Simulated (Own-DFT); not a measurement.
# One host, several defects: zincblende GaP

The numbers are computed, not measured, by runs of the plane-wave DFT program Own-DFT (in-house, retired, unreviewed) at fixed positions, with no spin and no spin-orbit coupling.

All runs used: PBE; PseudoDojo norm-conserving scalar-relativistic files; cutoff 42 hartree; 3 x 3 x 3 k mesh centred on Gamma; Fermi-Dirac smearing of 0.1 eV.

Known weak points (not all hold for every row): not probed for a lower state with spin; forces on such cells failed a check on a denser k mesh; forces on such cells passed a denser k mesh, each cell not checked; stress not checked against mesh or cutoff.

All runs share one cell, with vectors in Å (10.901, 0.000, 0.000); (0.000, 10.901, 0.000); (0.000, 0.000, 10.901) and a volume of 1295.4 Å³. Atoms were moved at random from their sites; u is the rms move along one axis. The defect's site can differ from row to row.

| cell | formula | u (Å) | P (GPa) |
|---|---|---|---|
| no defect | Ga32P32 | 0.0196 | 2.71 |
| no defect | Ga32P32 | 0.0503 | 3.20 |
| no defect | Ga32P32 | 0.0518 | 3.29 |
| two P vacancies | Ga32P30 | 0.0284 | ? |
| two P vacancies | Ga32P30 | 0.0284 | 2.19 |
| two P vacancies | Ga32P30 | 0.0434 | 2.51 |
| two P vacancies | Ga32P30 | 0.0486 | 2.68 |
| one Ga on a P site and one P on a Ga site | Ga32P32 | 0.0291 | 2.92 |
| one Ga on a P site and one P on a Ga site | Ga32P32 | 0.0301 | 3.04 |
| one Ga on a P site and one P on a Ga site | Ga32P32 | 0.0507 | 3.52 |
| one Al on a Ga site | AlGa31P32 | 0.0302 | 2.88 |
| one Al on a Ga site | AlGa31P32 | 0.0315 | 2.90 |
| one Al on a Ga site | AlGa31P32 | 0.0495 | 3.21 |
| one Ga on a P site | Ga33P31 | 0.0289 | 3.30 |
| one Ga on a P site | Ga33P31 | 0.0479 | 3.83 |
| one Ga on a P site | Ga33P31 | 0.0526 | 3.81 |

## Fit

P = P0 + c u² + a shift for each defect gives P0 = 2.56 GPa, c = 271 ± 19 GPa/Å² and a scatter of 0.06 GPa. The shifts, and each times the cell's volume:

- one Ga on a P site: 0.55 ± 0.05 GPa, 4.5 eV
- one Ga on a P site and one P on a Ga site: 0.20 ± 0.05 GPa, 1.7 eV
- one Al on a Ga site: 0.04 ± 0.05 GPa, 0.3 eV (not resolved)
- two P vacancies: -0.56 ± 0.05 GPa, -4.5 eV (-2.3 eV for each of its 2 sites)

A positive shift means that the defect pushes the cell outwards. Shift times volume (160.2 GPa Å³ is 1 eV) depends little on the cell's size, so, taken for each site, it can be compared between cells at like pressure. The atoms around the defects weren't relaxed, which would change these numbers.

## Check

The question: what pressure belongs in the blank (two P vacancies, u = 0.0284 Å)?

From the fit: 2.22 ± 0.07 GPa. The hidden result is 2.24 GPa.
